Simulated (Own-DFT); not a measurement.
# Computed records: AlGa3N4 (wurtzite random alloy, strained, atoms displaced)

A calculation, not a measurement: plane-wave PBE density functional theory by an unreviewed code, no spin, of a simulated periodic cell, stress positive in tension, free energy of the whole cell less one offset for each atom, forces on such cells passed a denser k mesh, this cell's mesh not checked; offsets are fitted by least squares, one for each functional and potential file, so energies compare only between cells with the same atoms and settings and are not formation energies; the far tail of each file's local potential was reset to the Coulomb form; each entry is a single point on an unrelaxed cell, so the pressure reflects the starting lattice, mostly measured values, from which strain is counted, and rises with the displacements; printed positions are rounded, which can move forces by about a meV/angstrom; the program is a retired in-house code; no spin-orbit coupling. Program: Own-DFT development build.

Common to all runs: functional PBE; potential files PseudoDojo norm-conserving, scalar-relativistic, standard set with the stringent files for Ga; wave cutoff 96 hartree; occupations Gaussian; smearing width 0.01 eV; k mesh 4 x 4 x 3 centred on Gamma.

(1) AlGa3N4 (wurtzite random alloy, strained, atoms displaced)

```cif
# cell vector a (Å): 9.5092 0.0000 0.0000
# cell vector b (Å): -4.7546 8.2353 0.0000
# cell vector c (Å): 0.0000 0.0000 10.0631
data_AlGa3N4
_symmetry_space_group_name_H-M 'P 1'
_symmetry_Int_Tables_number 1
_cell_length_a 9.5092
_cell_length_b 9.5093
_cell_length_c 10.0631
_cell_angle_alpha 90.000
_cell_angle_beta 90.000
_cell_angle_gamma 120.000
_cell_volume 788.05
loop_
_atom_site_label
_atom_site_type_symbol
_atom_site_fract_x
_atom_site_fract_y
_atom_site_fract_z
_atom_site_occupancy
Al1 Al 0.11394 0.22434 0.00212 1
Al2 Al 0.21808 0.10585 0.24929 1
N1 N 0.11046 0.21934 0.19253 1
N2 N 0.22649 0.11984 0.44594 1
Ga1 Ga 0.11763 0.21289 0.49777 1
Al3 Al 0.22544 0.12457 0.74721 1
N3 N 0.11599 0.23369 0.69607 1
N4 N 0.22136 0.10623 0.93361 1
Ga2 Ga 0.11636 0.56285 0.99756 1
Al4 Al 0.22220 0.44444 0.24945 1
N5 N 0.11564 0.55694 0.18588 1
N6 N 0.22924 0.44244 0.43801 1
Ga3 Ga 0.10790 0.55257 0.50529 1
Ga4 Ga 0.22592 0.43600 0.74431 1
N7 N 0.10332 0.54610 0.69016 1
N8 N 0.21511 0.44043 0.93113 1
Ga5 Ga 0.11839 0.89301 0.99639 1
Al5 Al 0.22897 0.78513 0.24887 1
N9 N 0.10011 0.88170 0.18821 1
N10 N 0.21655 0.77984 0.43583 1
Ga6 Ga 0.11252 0.88016 0.49950 1
Ga7 Ga 0.22778 0.78100 0.74873 1
N11 N 0.11254 0.88826 0.68412 1
N12 N 0.22411 0.76975 0.93687 1
Ga8 Ga 0.43888 0.21085 0.00039 1
Ga9 Ga 0.54803 0.10698 0.25104 1
N13 N 0.45027 0.22688 0.19030 1
N14 N 0.55564 0.11356 0.43879 1
Ga10 Ga 0.45142 0.23490 0.50728 1
Ga11 Ga 0.56118 0.11414 0.74900 1
N15 N 0.44818 0.22451 0.69151 1
N16 N 0.55426 0.09584 0.93085 1
Ga12 Ga 0.45424 0.55727 0.00508 1
Ga13 Ga 0.56152 0.45277 0.25133 1
N17 N 0.44031 0.54802 0.18598 1
N18 N 0.54717 0.43771 0.43694 1
Ga14 Ga 0.45426 0.56123 0.50270 1
Ga15 Ga 0.56032 0.43583 0.75683 1
N19 N 0.44798 0.55989 0.68183 1
N20 N 0.55437 0.43547 0.94201 1
Al6 Al 0.45960 0.89377 0.99409 1
Ga16 Ga 0.55647 0.77953 0.24172 1
N21 N 0.44958 0.88787 0.18941 1
N22 N 0.55810 0.77875 0.43405 1
Ga17 Ga 0.44741 0.89875 0.50396 1
Al7 Al 0.55468 0.77555 0.76301 1
N23 N 0.44542 0.89209 0.69018 1
N24 N 0.55186 0.76891 0.94184 1
Ga18 Ga 0.76841 0.21267 0.99890 1
Ga19 Ga 0.88892 0.11357 0.24724 1
N25 N 0.77681 0.22021 0.19052 1
N26 N 0.89085 0.10793 0.44194 1
Ga20 Ga 0.78112 0.21964 0.50005 1
Ga21 Ga 0.88844 0.11159 0.74718 1
N27 N 0.76963 0.21868 0.67816 1
N28 N 0.89428 0.11221 0.94266 1
Ga22 Ga 0.78222 0.55555 0.99729 1
Ga23 Ga 0.88845 0.44856 0.25172 1
N29 N 0.78419 0.56605 0.18424 1
N30 N 0.89016 0.44330 0.43792 1
Ga24 Ga 0.77663 0.56326 0.50398 1
Ga25 Ga 0.88976 0.44284 0.75255 1
N31 N 0.77654 0.54663 0.69008 1
N32 N 0.88658 0.43560 0.94797 1
Al8 Al 0.77405 0.88711 0.99750 1
Ga26 Ga 0.88828 0.77776 0.24917 1
N33 N 0.78476 0.89292 0.19104 1
N34 N 0.88445 0.78655 0.44224 1
Ga27 Ga 0.77406 0.88764 0.50834 1
Al9 Al 0.89257 0.77978 0.75015 1
N35 N 0.78247 0.89625 0.69209 1
N36 N 0.88381 0.77162 0.93683 1
```

* free energy of cell above offsets: -8.545 eV
* pressure: 11.17 GPa
* stress xx: -6.51 GPa
* stress yy: -9.02 GPa
* stress zz: -17.97 GPa
* stress yz: 0.69 GPa
* stress xz: 0.69 GPa
* stress xy: 0.73 GPa

Force:
```tsv
element	x (eV/Å)	y (eV/Å)	z (eV/Å)
Al	-0.228	0.12	-0.335
Al	0.185	0.697	0.566
N	1.133	0.763	-0.829
N	2.925	-2.654	-2.215
Ga	-3.383	2.273	0.734
Al	0.61	-1.688	-0.369
N	0.58	-4.356	-1.671
N	-0.843	1.266	0.033
Ga	0.216	-2.376	0.316
Al	-0.154	-0.211	0.239
N	0.333	0.715	1.428
N	-0.89	0.294	-0.24
Ga	0.995	-0.133	-1.548
Ga	-0.673	3.94	0.728
N	1.008	1.299	0.58
N	1.462	-0.2	1.864
Ga	-0.577	-1.614	-0.011
Al	-0.412	-1.372	-0.482
N	2.774	1.823	0.351
N	2.235	-0.788	-0.72
Ga	-1.971	1.764	-0.328
Ga	-0.755	-0.987	-0.387
N	-0.894	0.914	2.12
N	0.55	3.034	0.431
Ga	0.486	0.565	0.005
Ga	1.098	0.764	0.051
N	-1.474	-1.143	0
N	-0.258	0.426	0.561
Ga	0.292	-2.105	-1.215
Ga	-0.713	-0.467	-1.222
N	-1.072	-1.028	0.94
N	-0.844	1.124	1.522
Ga	-1.295	-2.14	-1.55
Ga	0.31	-0.67	-0.701
N	-0.568	0.655	1.47
N	1.282	2.208	0.278
Ga	-1.236	-0.087	-2.017
Ga	-1.121	1.558	-0.829
N	0.825	0.611	3.387
N	0.068	0.187	0.482
Al	-1.803	-2.283	1.246
Ga	1.131	-0.622	1.239
N	-1.875	0.148	-1.751
N	-0.696	0.404	0.531
Ga	0.382	-1.398	-1.244
Al	0.062	-0.089	-3.194
N	1.49	-0.846	0.959
N	0.512	1.994	0.335
Ga	1.256	0.788	0.714
Ga	0.121	-0.217	0.816
N	-0.893	0.277	-0.013
N	0.093	0.297	-0.089
Ga	-0.187	0.321	-2.363
Ga	-0.076	1.219	0.644
N	1.29	0.587	3.017
N	-0.111	-1.068	-0.06
Ga	-0.087	-0.604	-0.049
Ga	0.636	-0.229	-1.017
N	-0.323	-1.407	0.993
N	-0.901	0.442	0.666
Ga	0.58	-0.935	-1.165
Ga	0.074	-0.781	0.323
N	-0.408	2.07	0.788
N	-0.223	0.458	-1.23
Al	1.422	0.424	0.503
Ga	-0.753	0.3	0.753
N	-1.032	-0.577	-1.923
N	1.481	-1.137	-0.175
Ga	-0.696	0.655	-1.601
Al	0.034	-0.315	-0.447
N	-0.217	-2.344	1.863
N	-0.283	1.486	-0.486
```

(2) AlGa3N4 (wurtzite random alloy, strained, atoms displaced)

```cif
# cell vector a (Å): 9.5092 0.0000 0.0000
# cell vector b (Å): -4.7546 8.2353 0.0000
# cell vector c (Å): 0.0000 0.0000 10.0631
data_AlGa3N4
_symmetry_space_group_name_H-M 'P 1'
_symmetry_Int_Tables_number 1
_cell_length_a 9.5092
_cell_length_b 9.5093
_cell_length_c 10.0631
_cell_angle_alpha 90.000
_cell_angle_beta 90.000
_cell_angle_gamma 120.000
_cell_volume 788.05
loop_
_atom_site_label
_atom_site_type_symbol
_atom_site_fract_x
_atom_site_fract_y
_atom_site_fract_z
_atom_site_occupancy
Ga1 Ga 0.10330 0.22417 0.99814 1
Ga2 Ga 0.21925 0.10359 0.25451 1
N1 N 0.11045 0.22445 0.18581 1
N2 N 0.21496 0.09695 0.43680 1
Ga3 Ga 0.11275 0.20758 0.50153 1
Ga4 Ga 0.22216 0.10871 0.75398 1
N3 N 0.11076 0.22163 0.69174 1
N4 N 0.22781 0.11168 0.93957 1
Al1 Al 0.10017 0.54472 0.00441 1
Ga5 Ga 0.21540 0.44161 0.24900 1
N5 N 0.10672 0.55303 0.19087 1
N6 N 0.23075 0.45609 0.44128 1
Al2 Al 0.11759 0.55263 0.50500 1
Al3 Al 0.22363 0.45022 0.74191 1
N7 N 0.11719 0.55863 0.68763 1
N8 N 0.22203 0.44126 0.93570 1
Ga6 Ga 0.11298 0.88019 0.00021 1
Ga7 Ga 0.21997 0.77593 0.24950 1
N9 N 0.11007 0.89484 0.18483 1
N10 N 0.22725 0.78232 0.44368 1
Ga8 Ga 0.12934 0.90708 0.50396 1
Ga9 Ga 0.23106 0.77147 0.74980 1
N11 N 0.10112 0.88478 0.68320 1
N12 N 0.22821 0.77909 0.93861 1
Ga10 Ga 0.43499 0.22081 0.99579 1
Al4 Al 0.55725 0.10496 0.24896 1
N13 N 0.44777 0.22010 0.18801 1
N14 N 0.54824 0.10953 0.43483 1
Al5 Al 0.44818 0.22204 0.49866 1
Ga11 Ga 0.55751 0.12032 0.74222 1
N15 N 0.44774 0.22153 0.68208 1
N16 N 0.55534 0.10933 0.94380 1
Ga12 Ga 0.45332 0.56718 0.99820 1
Al6 Al 0.56311 0.44768 0.24223 1
N17 N 0.45560 0.55562 0.20374 1
N18 N 0.56040 0.45209 0.44263 1
Ga13 Ga 0.43706 0.54898 0.49225 1
Ga14 Ga 0.55728 0.43820 0.74691 1
N19 N 0.44922 0.56142 0.69503 1
N20 N 0.54731 0.43843 0.93513 1
Ga15 Ga 0.45730 0.89186 0.01402 1
Ga16 Ga 0.55286 0.77658 0.23905 1
N21 N 0.45186 0.89900 0.18931 1
N22 N 0.54939 0.77203 0.43429 1
Al7 Al 0.44356 0.89126 0.49880 1
Al8 Al 0.56754 0.78943 0.74836 1
N23 N 0.44249 0.88430 0.69017 1
N24 N 0.55448 0.76746 0.92873 1
Ga17 Ga 0.77879 0.22362 0.00145 1
Ga18 Ga 0.89389 0.10742 0.25117 1
N25 N 0.77657 0.22145 0.19702 1
N26 N 0.88950 0.11543 0.44031 1
Ga19 Ga 0.77619 0.21948 0.49476 1
Al9 Al 0.88969 0.11714 0.75316 1
N27 N 0.78950 0.23281 0.68258 1
N28 N 0.89131 0.11051 0.94379 1
Ga20 Ga 0.77936 0.56223 0.00027 1
Ga21 Ga 0.88325 0.45390 0.24947 1
N29 N 0.78084 0.56291 0.19871 1
N30 N 0.89328 0.44744 0.43851 1
Ga22 Ga 0.77812 0.56389 0.50390 1
Ga23 Ga 0.88660 0.44159 0.75928 1
N31 N 0.77731 0.54347 0.69381 1
N32 N 0.87495 0.42689 0.93240 1
Ga24 Ga 0.78940 0.88932 0.99988 1
Ga25 Ga 0.89283 0.77627 0.24371 1
N33 N 0.78112 0.88564 0.18919 1
N34 N 0.89392 0.77532 0.44259 1
Ga26 Ga 0.77233 0.88646 0.49655 1
Ga27 Ga 0.89166 0.78179 0.75121 1
N35 N 0.79210 0.89339 0.69150 1
N36 N 0.89402 0.77537 0.94208 1
```

* free energy of cell above offsets: -7.290 eV
* pressure: 11.56 GPa
* stress xx: -7.78 GPa
* stress yy: -10.28 GPa
* stress zz: -16.64 GPa
* stress yz: 0.91 GPa
* stress xz: -0.3 GPa
* stress xy: 0.37 GPa

Force:
```tsv
element	x (eV/Å)	y (eV/Å)	z (eV/Å)
Ga	2.443	0.339	-0.239
Ga	0.322	1.936	-2.091
N	0.809	-0.494	1.013
N	1.225	5.305	-0.23
Ga	-1.659	1.745	0.245
Ga	-0.117	-0.199	-0.798
N	-0.317	0.655	0.369
N	-2.369	-1.385	0.131
Al	1.05	0.782	-1.542
Ga	1.144	0.317	0.4
N	-0.113	0.558	-1.149
N	-2.155	-2.79	-0.558
Al	-1.863	0.732	-1.139
Al	1.294	-0.529	0.981
N	-0.315	-1.262	0.228
N	-1.232	1.198	0.129
Ga	0.521	1.491	-0.99
Ga	-0.012	0.5	0.619
N	1.098	-1.249	0.695
N	0.419	-0.948	-0.316
Ga	-0.741	-5.971	0.243
Ga	-1.797	0.828	0.209
N	2.158	0.676	2.28
N	0.285	-1.762	1.295
Ga	2.143	0.305	1.189
Al	-0.723	2.216	0.097
N	0.153	0.499	1.122
N	0.319	-0.532	0.509
Al	-0.371	1.019	-1.186
Ga	1.614	-1.507	1.378
N	-1.408	-0.362	-0.272
N	0.026	0.179	-1.081
Ga	-0.558	-3.193	0.579
Al	-0.319	-1.46	1.82
N	-1.545	-0.611	-2.368
N	0.106	-2.406	-1.352
Ga	2.119	1.697	1.809
Ga	-1.207	1.202	-0.269
N	-0.385	0.059	-0.692
N	0.989	1.124	1.218
Ga	-0.804	-0.324	-4.616
Ga	0.887	0.402	1.958
N	-0.5	-1.506	2.203
N	-0.621	1.698	0.557
Al	0.816	-0.603	-0.04
Al	-0.126	-1.297	-1.208
N	1.795	1.521	-1.201
N	0.372	3.281	1.335
Ga	-0.599	-1.956	1.209
Ga	-1.056	0.481	-0.215
N	-0.04	-0.021	-0.557
N	1.053	-1.015	-0.051
Ga	-0.503	1.358	-0.409
Al	0.566	-0.369	-0.774
N	0	-2.081	1.237
N	-1.236	-0.555	-1.669
Ga	-0.417	-2.261	-0.203
Ga	1.856	-2.024	1.303
N	-1.135	-1.155	-2.488
N	0.438	0.38	0.778
Ga	1.288	-1.126	-0.003
Ga	1.032	0.818	-3.926
N	-0.616	1.886	0.057
N	0.91	3.198	4.135
Ga	-1.354	-0.152	-0.324
Ga	-0.448	1.294	2.411
N	-0.582	0.312	-0.208
N	-0.348	1.833	-0.887
Ga	0.778	-0.337	-0.086
Ga	0.486	-1.785	-0.446
N	-2.85	1.071	0.243
N	-0.073	0.33	-0.398
```

(3) AlGa3N4 (wurtzite random alloy, strained, atoms displaced)

```cif
# cell vector a (Å): 9.5092 0.0000 0.0000
# cell vector b (Å): -4.7546 8.2353 0.0000
# cell vector c (Å): 0.0000 0.0000 10.0631
data_AlGa3N4
_symmetry_space_group_name_H-M 'P 1'
_symmetry_Int_Tables_number 1
_cell_length_a 9.5092
_cell_length_b 9.5093
_cell_length_c 10.0631
_cell_angle_alpha 90.000
_cell_angle_beta 90.000
_cell_angle_gamma 120.000
_cell_volume 788.05
loop_
_atom_site_label
_atom_site_type_symbol
_atom_site_fract_x
_atom_site_fract_y
_atom_site_fract_z
_atom_site_occupancy
Al1 Al 0.11533 0.22117 0.99776 1
Ga1 Ga 0.22763 0.11466 0.25189 1
N1 N 0.10933 0.22751 0.18772 1
N2 N 0.21648 0.11118 0.44023 1
Ga2 Ga 0.11127 0.22155 0.50162 1
Ga3 Ga 0.21707 0.10924 0.75652 1
N3 N 0.11540 0.22096 0.69327 1
N4 N 0.22260 0.12116 0.94290 1
Al2 Al 0.11773 0.56503 0.99349 1
Ga4 Ga 0.21808 0.44206 0.25120 1
N5 N 0.09770 0.54832 0.19101 1
N6 N 0.23050 0.44244 0.42621 1
Ga5 Ga 0.10720 0.54194 0.49978 1
Ga6 Ga 0.21517 0.43530 0.74470 1
N7 N 0.10906 0.55030 0.68689 1
N8 N 0.22798 0.44143 0.93844 1
Ga7 Ga 0.10973 0.89878 0.00546 1
Al3 Al 0.22243 0.77150 0.26145 1
N9 N 0.11469 0.89131 0.18874 1
N10 N 0.22853 0.78425 0.44046 1
Ga8 Ga 0.10531 0.88802 0.49802 1
Ga9 Ga 0.21523 0.77878 0.74197 1
N11 N 0.11073 0.89322 0.69152 1
N12 N 0.22638 0.77280 0.94746 1
Ga10 Ga 0.44280 0.22869 0.99660 1
Al4 Al 0.55880 0.11418 0.24677 1
N13 N 0.43839 0.21538 0.18948 1
N14 N 0.55253 0.10236 0.43769 1
Ga11 Ga 0.44766 0.22707 0.50212 1
Al5 Al 0.56518 0.11585 0.75025 1
N15 N 0.44996 0.22626 0.68458 1
N16 N 0.55984 0.11865 0.92831 1
Ga12 Ga 0.45520 0.56227 0.99318 1
Al6 Al 0.56058 0.45530 0.25367 1
N17 N 0.44122 0.55645 0.18874 1
N18 N 0.55174 0.43577 0.44425 1
Ga13 Ga 0.45001 0.56355 0.49611 1
Al7 Al 0.54785 0.45313 0.74675 1
N19 N 0.44469 0.55481 0.68755 1
N20 N 0.55617 0.45496 0.93591 1
Ga14 Ga 0.44765 0.88350 0.98643 1
Ga15 Ga 0.55173 0.77048 0.25137 1
N21 N 0.44719 0.88106 0.19346 1
N22 N 0.55381 0.77573 0.44064 1
Al8 Al 0.44689 0.88790 0.50385 1
Ga16 Ga 0.55862 0.77671 0.74682 1
N23 N 0.44918 0.88850 0.69122 1
N24 N 0.55006 0.77395 0.94710 1
Ga17 Ga 0.78682 0.22616 0.99921 1
Ga18 Ga 0.89581 0.11730 0.25002 1
N25 N 0.78239 0.21980 0.18337 1
N26 N 0.89246 0.11391 0.44687 1
Ga19 Ga 0.78472 0.21952 0.49325 1
Ga20 Ga 0.88907 0.10693 0.75256 1
N27 N 0.76484 0.21583 0.68743 1
N28 N 0.88403 0.10966 0.93242 1
Ga21 Ga 0.77266 0.54882 0.00155 1
Ga22 Ga 0.88330 0.43520 0.24752 1
N29 N 0.79093 0.57023 0.19507 1
N30 N 0.88014 0.43701 0.44033 1
Ga23 Ga 0.77380 0.55290 0.50142 1
Al9 Al 0.89262 0.44844 0.74508 1
N31 N 0.78746 0.56374 0.69987 1
N32 N 0.89074 0.43934 0.94531 1
Ga24 Ga 0.78023 0.89227 0.00330 1
Ga25 Ga 0.89229 0.77725 0.25644 1
N33 N 0.78209 0.89188 0.19003 1
N34 N 0.88825 0.77989 0.44992 1
Ga26 Ga 0.77368 0.88294 0.49993 1
Ga27 Ga 0.89470 0.78460 0.74623 1
N35 N 0.77580 0.88620 0.69031 1
N36 N 0.89132 0.78072 0.93461 1
```

* free energy of cell above offsets: -8.182 eV
* pressure: 11.35 GPa
* stress xx: -8.6 GPa
* stress yy: -9.77 GPa
* stress zz: -15.68 GPa
* stress yz: 0.13 GPa
* stress xz: 0.38 GPa
* stress xy: 0.78 GPa

Force:
```tsv
element	x (eV/Å)	y (eV/Å)	z (eV/Å)
Al	-2.038	1.28	0.608
Ga	-1.328	-0.538	-0.174
N	1.23	-0.93	-1.138
N	0.932	-0.095	0.254
Ga	0.48	0.346	-0.143
Ga	1.912	0.657	-1.101
N	-1.126	-0.685	-0.865
N	0.383	-1.034	0.018
Al	0.223	-2.556	1.579
Ga	-0.328	0.785	-3.334
N	1.619	1.869	-0.636
N	-0.795	0.053	4.313
Ga	-0.124	1.177	-1.339
Ga	0.67	1.546	1.408
N	-0.584	0.045	0.502
N	-1.427	0.114	0.232
Ga	0.976	-1.322	-0.919
Al	0.039	0.408	-2.861
N	0.681	-0.512	1.993
N	-0.003	-1.024	1.317
Ga	1.511	0.792	0.302
Ga	1.671	-0.115	1.314
N	0.496	0.254	-0.603
N	-1.824	1.311	-1.929
Ga	1.268	-0.204	0.101
Al	0.038	-1.602	0.044
N	2.021	2.351	0.096
N	0.094	0.457	-0.579
Ga	0.152	-2.594	-0.676
Al	-2.235	-0.8	-1.186
N	-0.254	0.223	2.709
N	-0.243	-0.448	1.953
Ga	-2.184	-1.126	1.708
Al	-0.031	-1.024	-0.638
N	1.548	-1.227	0.209
N	-0.139	2.515	-1.881
Ga	-0.074	-1.767	0.392
Al	2.868	-1.454	0.152
N	-0.836	0.153	-0.248
N	1.454	-1.481	-0.853
Ga	-1.56	2.123	2.219
Ga	0.411	1.261	-0.731
N	-1.844	1.405	-0.403
N	-0.326	1.161	0.391
Al	-0.363	0.444	-0.574
Ga	-0.687	-0.109	1.044
N	-0.915	0.6	-0.322
N	2.4	1.117	-2.159
Ga	-1.016	-1.046	-0.941
Ga	-0.176	-1.158	0.371
N	-1.791	-0.706	1.574
N	0.774	-1.233	-1.268
Ga	-2.521	-0.499	1.441
Ga	-1.07	0.536	-1.922
N	2.664	2.09	-0.071
N	1.903	0.317	2.239
Ga	0.93	1.296	-0.492
Ga	-0.343	0.858	0.152
N	-1.75	-3.214	-0.393
N	0.631	0.99	-0.125
Ga	0.503	-0.086	0.932
Al	-0.766	-1.447	1.051
N	-1.031	-1.67	-1.024
N	0.326	2.209	-1.912
Ga	-0.007	-0.56	-0.657
Ga	-0.052	2.068	-0.351
N	0.027	-0.266	1.17
N	-0.088	-1.17	-1.139
Ga	-0.486	1.254	0.17
Ga	-0.625	-0.611	0.73
N	0.285	0.435	-0.278
N	-0.133	-0.186	1.18
```
